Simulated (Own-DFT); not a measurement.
# Computed records: TiO2 (rutile, atoms displaced)

All values are calculated (Own-DFT development build). A calculation, not a measurement: plane-wave PBE density functional theory by an unreviewed code, no spin, of a simulated periodic cell, stress positive in tension, free energy of the whole cell less one offset for each atom, oxygen file: force components 24 meV/angstrom off all-electron in one glass; forces on such cells passed a denser k mesh, this cell's mesh not checked; offsets are fitted by least squares, one for each functional and potential file, so energies compare only between cells with the same atoms and settings and are not formation energies; the far tail of each file's local potential was reset to the Coulomb form; each entry is a single point on an unrelaxed cell, so the pressure reflects the starting lattice, mostly measured values (interpolated for alloys), from which strain is counted, and rises with the displacements; printed positions are rounded, which can move forces by about a meV/angstrom; the program, named Own-DFT, is a retired in-house code; no spin-orbit coupling; before rounding, a Quantum ESPRESSO 7.3.1 run of the same cell and cutoff gave forces within 1 meV/angstrom rms on each cell, which checks the program and not the settings.

Settings shared by all entries: functional PBE; potential files PseudoDojo norm-conserving, scalar-relativistic, standard set; wave cutoff 72 hartree; occupations Fermi-Dirac; smearing width 0.1 eV; k mesh 3 x 3 x 3 centred on Gamma.

(1) TiO2 (rutile, atoms displaced)

```xyz
72
Lattice="9.1874 0.0000 0.0000 0.0000 9.1874 0.0000 0.0000 0.0000 8.8761" Properties=species:S:1:pos:R:3 TiO2
Ti     9.1834     0.0011     0.0061
Ti     2.2808     2.2740     1.4719
O      1.4030     1.3919     0.0464
O      3.1986     3.2138     0.0226
O      3.6866     0.9055     1.4851
O      0.8969     3.6820     1.4549
Ti     0.0205     9.1719     2.9371
Ti     2.2994     2.3177     4.4722
O      1.4064     1.3877     2.9470
O      3.1730     3.2181     2.9556
O      3.6731     0.8736     4.4162
O      0.8980     3.6705     4.4479
Ti     0.0016     0.0546     5.9206
Ti     2.2524     2.3301     7.3884
O      1.4101     1.4400     5.9132
O      3.1771     3.1700     5.9249
O      3.7289     0.8608     7.3931
O      0.8923     3.7101     7.4030
Ti     9.1813     4.6106     8.8444
Ti     2.2824     6.8746     1.4772
O      1.3818     5.9959     0.0107
O      3.1950     7.7956     0.0159
O      3.7214     5.4895     1.4640
O      0.8848     8.3205     1.4655
Ti     9.1828     4.5482     2.9804
Ti     2.2900     6.8937     4.4375
O      1.4075     5.9898     2.9711
O      3.1581     7.7852     2.9737
O      3.6968     5.4893     4.4378
O      0.9246     8.3168     4.4569
Ti     0.0005     4.5592     5.9019
Ti     2.2690     6.8793     7.3714
O      1.3571     5.9743     5.9255
O      3.1727     7.7870     5.9063
O      3.7086     5.4573     7.3794
O      0.8629     8.2857     7.3597
Ti     4.5893     9.1743     8.8725
Ti     6.9181     2.3285     1.5046
O      5.9786     1.4179     0.0135
O      7.8082     3.1831     0.0070
O      8.2934     0.8642     1.4552
O      5.4596     3.6870     1.5131
Ti     4.5744     0.0036     2.9871
Ti     6.8967     2.3203     4.4587
O      5.9739     1.3782     2.9315
O      7.7973     3.1670     2.9606
O      8.2903     0.8577     4.4469
O      5.4638     3.6909     4.4428
Ti     4.5614     0.0019     5.9334
Ti     6.8878     2.3156     7.3725
O      5.9834     1.3975     5.9462
O      7.7733     3.1811     5.9452
O      8.3134     0.8925     7.4271
O      5.5252     3.6981     7.4485
Ti     4.5781     4.5953     0.0122
Ti     6.8591     6.8744     1.5054
O      5.9914     5.9916     0.0058
O      7.8015     7.7805     8.8469
O      8.2415     5.5116     1.4910
O      5.4909     8.2819     1.4812
Ti     4.5870     4.6188     2.9244
Ti     6.8540     6.8803     4.4446
O      6.0293     6.0113     2.9756
O      7.7823     7.7499     2.9724
O      8.2776     5.5107     4.4637
O      5.4908     8.2907     4.4051
Ti     4.5784     4.5716     5.8767
Ti     6.8896     6.8742     7.3801
O      6.0226     5.9597     5.9606
O      7.7298     7.8222     5.9494
O      8.2917     5.4942     7.4099
O      5.5008     8.2953     7.4344
```

- free energy of cell above offsets: -19.312 eV
- pressure: 5.14 GPa
- stress xx: -5.33 GPa
- stress yy: -5.26 GPa
- stress zz: -4.82 GPa
- stress yz: -0.16 GPa
- stress xz: -0.04 GPa
- stress xy: 0.05 GPa

Force:
| element | x (eV/Å) | y (eV/Å) | z (eV/Å) |
| --- | --- | --- | --- |
| Ti | -0.682 | -0.563 | -0.326 |
| Ti | 0.472 | -0.022 | 0.418 |
| O | 0.174 | 0.184 | -1.006 |
| O | -0.318 | -0.306 | -0.605 |
| O | -0.018 | -0.082 | 0.06 |
| O | -0.447 | 0.503 | 0.538 |
| Ti | -0.237 | -0.149 | 0.249 |
| Ti | 0.475 | -0.454 | -1.603 |
| O | -0.218 | 0.061 | 0.436 |
| O | 0.143 | 0.15 | 0.442 |
| O | -0.13 | 0.363 | 0.583 |
| O | -0.354 | 0.255 | -0.002 |
| Ti | -0.582 | -0.859 | 0.107 |
| Ti | 0.502 | -0.354 | 1.161 |
| O | -0.323 | -0.293 | 0.339 |
| O | 0.415 | 0.339 | 0.192 |
| O | -0.933 | 0.779 | -0.296 |
| O | 0.325 | -0.439 | -0.191 |
| Ti | -0.682 | 0.176 | 1.079 |
| Ti | 0.066 | 0.473 | -0.059 |
| O | 0.211 | 0.071 | -0.114 |
| O | -0.536 | -0.521 | -0.195 |
| O | -0.503 | 0.542 | 0.451 |
| O | 0.65 | -0.831 | 0.332 |
| Ti | 0.092 | 0.908 | -1.231 |
| Ti | -0.282 | 0.309 | -0.38 |
| O | -0.371 | -0.405 | -0.113 |
| O | 0.121 | -0.127 | -0.178 |
| O | 0.028 | 0.044 | 0.292 |
| O | -0.049 | -0.23 | -0.038 |
| Ti | -0.366 | 1.088 | 0.144 |
| Ti | 0.086 | 0.273 | 0.424 |
| O | 0.344 | 0.018 | 0.03 |
| O | 0.144 | -0.138 | 0.311 |
| O | -0.528 | 0.414 | -0.054 |
| O | 0.797 | -0.4 | 0.115 |
| Ti | 0.607 | 0.208 | 0.629 |
| Ti | -0.744 | -0.978 | -1.268 |
| O | 0.253 | 0.095 | 0.047 |
| O | 0.063 | 0.152 | 0.088 |
| O | -0.345 | 0.509 | 0.512 |
| O | 0.469 | -0.007 | 0.053 |
| Ti | 0.324 | 0.062 | -0.981 |
| Ti | -0.62 | -1.049 | -0.342 |
| O | 0.54 | 0.573 | 0.585 |
| O | 0.219 | 0.32 | 0.575 |
| O | -0.496 | 0.846 | -0.201 |
| O | 0.571 | -0.376 | -0.122 |
| Ti | 0.47 | -0.218 | 0.28 |
| Ti | -0.724 | -0.534 | 1.663 |
| O | 0.098 | 0.091 | -0.616 |
| O | 0.447 | 0.301 | -0.727 |
| O | -0.219 | 0.563 | -0.462 |
| O | -0.22 | -0.034 | -0.605 |
| Ti | 0.529 | -0.065 | -0.87 |
| Ti | 0.406 | 0.654 | -0.992 |
| O | -0.279 | -0.227 | 0.105 |
| O | 0.06 | 0.031 | 0.369 |
| O | 0.918 | -0.925 | 0.203 |
| O | -0.181 | -0.001 | 0.138 |
| Ti | -0.275 | -0.509 | 0.025 |
| Ti | 0.529 | 0.761 | 0.361 |
| O | -1.055 | -0.909 | 0.121 |
| O | 0.467 | 0.535 | 0.17 |
| O | 0.539 | -0.857 | -0.127 |
| O | -0.155 | -0.118 | 0.496 |
| Ti | 0.405 | 0.525 | 0.889 |
| Ti | 0.148 | 0.647 | 0.73 |
| O | -0.636 | -0.373 | -0.65 |
| O | 0.403 | 0.053 | -0.431 |
| O | 0.283 | -0.447 | -0.34 |
| O | -0.284 | -0.077 | -0.617 |

(2) TiO2 (rutile, atoms displaced)

```xyz
72
Lattice="9.1874 0.0000 0.0000 0.0000 9.1874 0.0000 0.0000 0.0000 8.8761" Properties=species:S:1:pos:R:3 TiO2
Ti     9.1736     0.0163     0.0028
Ti     2.3297     2.2864     1.4746
O      1.4083     1.3966     0.0250
O      3.1972     3.2310     0.0197
O      3.6702     0.8903     1.4962
O      0.9074     3.6998     1.4528
Ti     9.1652     0.0194     2.9493
Ti     2.2980     2.2988     4.4419
O      1.4124     1.3820     2.9794
O      3.2322     3.2043     2.9338
O      3.7085     0.8970     4.4691
O      0.9105     3.7169     4.4096
Ti     0.0248     0.0194     5.9332
Ti     2.2909     2.3426     7.3767
O      1.3935     1.3650     5.9399
O      3.2194     3.2109     5.9160
O      3.7132     0.8961     7.4039
O      0.8841     3.7010     7.4178
Ti     0.0178     4.5793     8.8721
Ti     2.2964     6.8948     1.5090
O      1.4093     5.9850     0.0098
O      3.2049     7.7870     0.0244
O      3.7437     5.4775     1.4323
O      0.8819     8.2730     1.4335
Ti     0.0016     4.5789     2.9871
Ti     2.2681     6.8803     4.4390
O      1.3866     5.9921     2.9529
O      3.1938     7.7931     2.9117
O      3.6805     5.4582     4.4411
O      0.9016     8.3258     4.4155
Ti     0.0064     4.5661     5.9316
Ti     2.3056     6.9058     7.4089
O      1.4116     5.9951     5.9335
O      3.1874     7.8032     5.9081
O      3.7119     5.4749     7.3850
O      0.8809     8.2858     7.3628
Ti     4.6220     0.0069     8.8537
Ti     6.8806     2.2834     1.4674
O      5.9971     1.3745     8.8507
O      7.8049     3.2044     0.0111
O      8.2886     0.8860     1.5018
O      5.5064     3.7290     1.4715
Ti     4.6190     9.1609     2.9619
Ti     6.8896     2.3111     4.4534
O      6.0173     1.3927     2.9696
O      7.7967     3.1915     2.9616
O      8.3106     0.8860     4.4216
O      5.4676     3.6983     4.4540
Ti     4.5767     0.0286     5.9250
Ti     6.8894     2.2853     7.4202
O      5.9447     1.3902     5.8996
O      7.7756     3.1901     5.9104
O      8.2826     0.9029     7.4107
O      5.4728     3.7246     7.3896
Ti     4.6471     4.5860     0.0049
Ti     6.9288     6.9206     1.4719
O      6.0156     6.0455     8.8715
O      7.7832     7.8040     8.8564
O      8.3194     5.4693     1.4517
O      5.5163     8.2933     1.4992
Ti     4.5690     4.5929     2.9473
Ti     6.8631     6.8960     4.3878
O      5.9539     5.9893     2.9901
O      7.7722     7.7782     2.9978
O      8.2839     5.4703     4.4030
O      5.4860     8.2488     4.4234
Ti     4.5909     4.6433     5.9119
Ti     6.8970     6.8784     7.3759
O      6.0031     6.0319     5.9075
O      7.7990     7.7747     5.9187
O      8.2713     5.4956     7.3868
O      5.4816     8.3428     7.4103
```

* free energy of cell above offsets: -19.510 eV
* pressure: 4.98 GPa
* stress xx: -5.2 GPa
* stress yy: -5.23 GPa
* stress zz: -4.51 GPa
* stress yz: -0.01 GPa
* stress xz: -0.12 GPa
* stress xy: -0.1 GPa

Force:
| element | x (eV/Å) | y (eV/Å) | z (eV/Å) |
| --- | --- | --- | --- |
| Ti | 0.531 | -0.305 | 0.025 |
| Ti | -0.178 | 0.003 | -0.225 |
| O | -0.052 | 0.081 | -0.518 |
| O | -0.165 | -0.49 | -0.437 |
| O | 0.475 | -0.05 | -0.027 |
| O | 0.095 | -0.231 | 0.246 |
| Ti | 0.51 | -0.154 | 0.511 |
| Ti | 0.332 | -0.261 | -0.499 |
| O | 0.084 | 0.338 | 0.077 |
| O | -0.551 | -0.423 | 0.509 |
| O | -0.331 | 0.275 | -0.487 |
| O | 0.373 | -0.498 | 0.635 |
| Ti | -0.597 | -0.834 | -0.488 |
| Ti | 0.519 | -0.254 | 0.715 |
| O | 0.589 | 0.957 | -0.134 |
| O | -0.779 | -0.566 | 0.14 |
| O | -0.548 | 0.481 | 0.102 |
| O | 0.377 | -0.438 | -0.749 |
| Ti | 0.072 | 0.658 | 1.103 |
| Ti | 0.001 | -0.081 | -0.772 |
| O | 0.051 | 0.07 | -0.39 |
| O | 0.002 | 0.027 | -0.312 |
| O | -0.597 | 0.484 | 0.525 |
| O | -0.073 | 0.063 | 0.325 |
| Ti | -0.351 | 0.144 | -0.885 |
| Ti | 0.011 | 0.313 | 0.286 |
| O | 0.263 | 0.136 | 0.185 |
| O | 0.03 | -0.105 | 0.631 |
| O | -0.428 | 0.621 | -0.189 |
| O | 0.348 | -0.615 | 0.156 |
| Ti | -0.471 | 0.791 | -0.27 |
| Ti | 0.226 | -0.095 | 0.42 |
| O | -0.268 | -0.26 | -0.303 |
| O | -0.114 | -0.262 | -0.057 |
| O | -0.409 | 0.597 | 0.117 |
| O | 0.195 | -0.031 | 0.481 |
| Ti | -0.7 | -0.522 | 0.193 |
| Ti | 0.08 | 0.406 | 0.79 |
| O | 0.296 | 0.551 | 0.37 |
| O | -0.611 | -0.622 | -0.235 |
| O | -0.334 | 0.319 | -0.423 |
| O | 0.6 | -0.773 | 0.07 |
| Ti | -0.154 | 0.145 | -0.075 |
| Ti | -0.345 | 0.027 | -0.336 |
| O | -0.207 | 0.001 | -0.281 |
| O | -0.215 | -0.223 | -0.215 |
| O | -0.453 | 0.433 | 0.119 |
| O | 0.514 | -0.293 | -0.228 |
| Ti | -0.007 | -0.318 | -0.027 |
| Ti | -0.125 | 0.299 | -0.506 |
| O | 0.81 | 0.488 | 0.259 |
| O | 0.285 | 0.026 | 0.264 |
| O | -0.209 | 0.318 | -0.198 |
| O | 0.859 | -0.761 | -0.039 |
| Ti | -0.294 | 0.368 | -0.245 |
| Ti | -0.03 | -0.526 | -0.392 |
| O | -0.272 | -0.411 | 0.27 |
| O | 0.137 | 0.161 | 0.388 |
| O | -0.619 | 0.617 | 0.293 |
| O | 0.008 | 0.114 | -0.057 |
| Ti | 0.207 | 0.2 | 0.124 |
| Ti | 0.125 | -0.185 | 0.936 |
| O | 0.415 | 0.151 | -0.57 |
| O | 0.439 | 0.274 | -0.677 |
| O | 0.169 | -0.097 | 0.524 |
| O | -0.339 | 0.522 | 0.054 |
| Ti | 0.297 | 0.056 | 0.094 |
| Ti | 0.173 | 0.251 | -0.484 |
| O | -0.472 | -0.485 | 0.18 |
| O | 0.109 | 0.326 | -0.038 |
| O | 0.34 | -0.341 | -0.285 |
| O | 0.353 | -0.585 | -0.065 |

(3) TiO2 (rutile, atoms displaced)

```xyz
72
Lattice="9.1874 0.0000 0.0000 0.0000 9.1874 0.0000 0.0000 0.0000 8.8761" Properties=species:S:1:pos:R:3 TiO2
Ti     9.1605     0.0119     8.8527
Ti     2.2821     2.2797     1.5109
O      1.3925     1.4215     8.8754
O      3.1801     3.2188     8.8735
O      3.7140     0.9036     1.4862
O      0.8995     3.7290     1.4987
Ti     0.0009     9.1677     2.9284
Ti     2.2655     2.2830     4.4475
O      1.3621     1.4075     2.9481
O      3.1932     3.2176     2.9740
O      3.6969     0.9351     4.4479
O      0.9292     3.6763     4.4361
Ti     9.1852     9.1836     5.9359
Ti     2.2730     2.2789     7.4304
O      1.3903     1.4024     5.9152
O      3.2151     3.1937     5.9374
O      3.7023     0.9270     7.4070
O      0.9107     3.6646     7.3774
Ti     9.1813     4.5743     0.0066
Ti     2.3143     6.8626     1.4729
O      1.4002     6.0084     8.8663
O      3.1689     7.7781     0.0265
O      3.7270     5.4842     1.4712
O      0.8744     8.2656     1.4885
Ti     9.1817     4.5864     2.9862
Ti     2.3090     6.8959     4.4380
O      1.4044     5.9727     2.9643
O      3.1981     7.7632     2.9864
O      3.7139     5.4797     4.4532
O      0.9209     8.3199     4.4351
Ti     9.1849     4.5563     5.9279
Ti     2.2747     6.8808     7.3745
O      1.4184     5.9958     5.8928
O      3.1834     7.8007     5.9363
O      3.6936     5.4744     7.3505
O      0.8756     8.3016     7.4220
Ti     4.5922     0.0352     8.8755
Ti     6.9140     2.3135     1.4749
O      5.9946     1.3908     0.0257
O      7.7651     3.1849     8.8504
O      8.3378     0.9064     1.4845
O      5.4901     3.7140     1.4736
Ti     4.5951     9.1870     2.9129
Ti     6.8452     2.2976     4.4506
O      6.0066     1.4367     2.9687
O      7.7885     3.1662     2.9549
O      8.3103     0.8732     4.4261
O      5.4922     3.6676     4.4507
Ti     4.5770     9.1666     5.9436
Ti     6.9017     2.3196     7.3690
O      5.9840     1.3745     5.8927
O      7.8197     3.2335     5.9277
O      8.2898     0.8978     7.4100
O      5.5049     3.6963     7.4090
Ti     4.5695     4.5694     0.0148
Ti     6.8579     6.9084     1.5061
O      5.9834     6.0057     8.8638
O      7.7927     7.7742     8.8661
O      8.2846     5.4966     1.4868
O      5.5184     8.3031     1.4869
Ti     4.6066     4.5989     2.9401
Ti     6.8837     6.8893     4.4303
O      5.9793     6.0213     2.9494
O      7.7802     7.7696     2.9797
O      8.2810     5.5063     4.4785
O      5.4825     8.2942     4.4470
Ti     4.6153     4.5903     5.8838
Ti     6.8685     6.8871     7.3484
O      5.9774     6.0049     5.9121
O      7.7748     7.7876     5.9407
O      8.2860     5.4808     7.4005
O      5.4992     8.2920     7.4210
```

* free energy of cell above offsets: -19.567 eV
* pressure: 4.84 GPa
* stress xx: -5.05 GPa
* stress yy: -5.09 GPa
* stress zz: -4.37 GPa
* stress yz: 0.2 GPa
* stress xz: 0.25 GPa
* stress xy: 0 GPa

Force:
| element | x (eV/Å) | y (eV/Å) | z (eV/Å) |
| --- | --- | --- | --- |
| Ti | -0.246 | -0.807 | 0.587 |
| Ti | -0.062 | 0.53 | 0.082 |
| O | 0.013 | -0.204 | 0.388 |
| O | -0.077 | -0.252 | 0.289 |
| O | -0.333 | 0.158 | 0.024 |
| O | 0.128 | -0.417 | -0.192 |
| Ti | -0.006 | -0.184 | 0.547 |
| Ti | 0.837 | 0.018 | 0.584 |
| O | 0.551 | 0.235 | -0.192 |
| O | -0.055 | -0.212 | -0.409 |
| O | 0.161 | -0.492 | -0.209 |
| O | -0.624 | 0.479 | 0.021 |
| Ti | -0.008 | 0.044 | -1.065 |
| Ti | 0.442 | 0.498 | -0.76 |
| O | -0.062 | -0.132 | 0.216 |
| O | -0.269 | -0.214 | -0.195 |
| O | 0.167 | -0.41 | 0.199 |
| O | -0.347 | 0.418 | 0.344 |
| Ti | -0.085 | 0.671 | 0.168 |
| Ti | -0.484 | 0.34 | -0.151 |
| O | -0.214 | -0.483 | 0.085 |
| O | 0.458 | 0.377 | -0.156 |
| O | -0.353 | 0.237 | 0.315 |
| O | 0.353 | -0.092 | -0.116 |
| Ti | -0.051 | 0.373 | -0.353 |
| Ti | -0.385 | -0.034 | -0.153 |
| O | -0.003 | 0.03 | 0.148 |
| O | 0.397 | 0.426 | -0.453 |
| O | 0.004 | 0.167 | -0.347 |
| O | 0.134 | -0.393 | 0.211 |
| Ti | 0.258 | 0.596 | 0.16 |
| Ti | 0.278 | -0.4 | 0.345 |
| O | -0.271 | -0.101 | 0.288 |
| O | 0.162 | 0.16 | -0.053 |
| O | -0.137 | 0.294 | 0.445 |
| O | 0.397 | -0.229 | -0.281 |
| Ti | 0.118 | -0.258 | -0.535 |
| Ti | -0.007 | -0.242 | 0.191 |
| O | 0.021 | 0.028 | -0.213 |
| O | 0.439 | 0.214 | 0.168 |
| O | -0.683 | 0.39 | -0.146 |
| O | 0.317 | -0.322 | 0.178 |
| Ti | -0.026 | 0.005 | 1.414 |
| Ti | 0.44 | -0.612 | -0.508 |
| O | -0.368 | -0.514 | -0.205 |
| O | 0.286 | 0.478 | 0.129 |
| O | -0.447 | 0.37 | 0.372 |
| O | 0.228 | 0.194 | -0.425 |
| Ti | -0.039 | 0.115 | -0.836 |
| Ti | -0.624 | -0.011 | 0.308 |
| O | 0.477 | 0.427 | 0.385 |
| O | -0.636 | -0.786 | -0.048 |
| O | -0.25 | 0.323 | -0.215 |
| O | 0.286 | -0.319 | -0.066 |
| Ti | 0.297 | 0.428 | -1.091 |
| Ti | 0.623 | -0.35 | -1.41 |
| O | -0.095 | -0.086 | 0.255 |
| O | 0.053 | 0.3 | 0.153 |
| O | 0.112 | -0.319 | -0.038 |
| O | -0.396 | 0.268 | 0.035 |
| Ti | -0.419 | -0.2 | 0.252 |
| Ti | 0.085 | 0.324 | 0.14 |
| O | -0.211 | -0.427 | 0.301 |
| O | 0.085 | 0.178 | -0.067 |
| O | 0.16 | -0.311 | -0.337 |
| O | -0.018 | 0.006 | -0.091 |
| Ti | -0.856 | -0.248 | 0.885 |
| Ti | 0.192 | -0.229 | 1.319 |
| O | 0.078 | -0.096 | -0.148 |
| O | 0.209 | 0.185 | -0.366 |
| O | 0.288 | -0.182 | -0.03 |
| O | -0.384 | 0.284 | -0.07 |
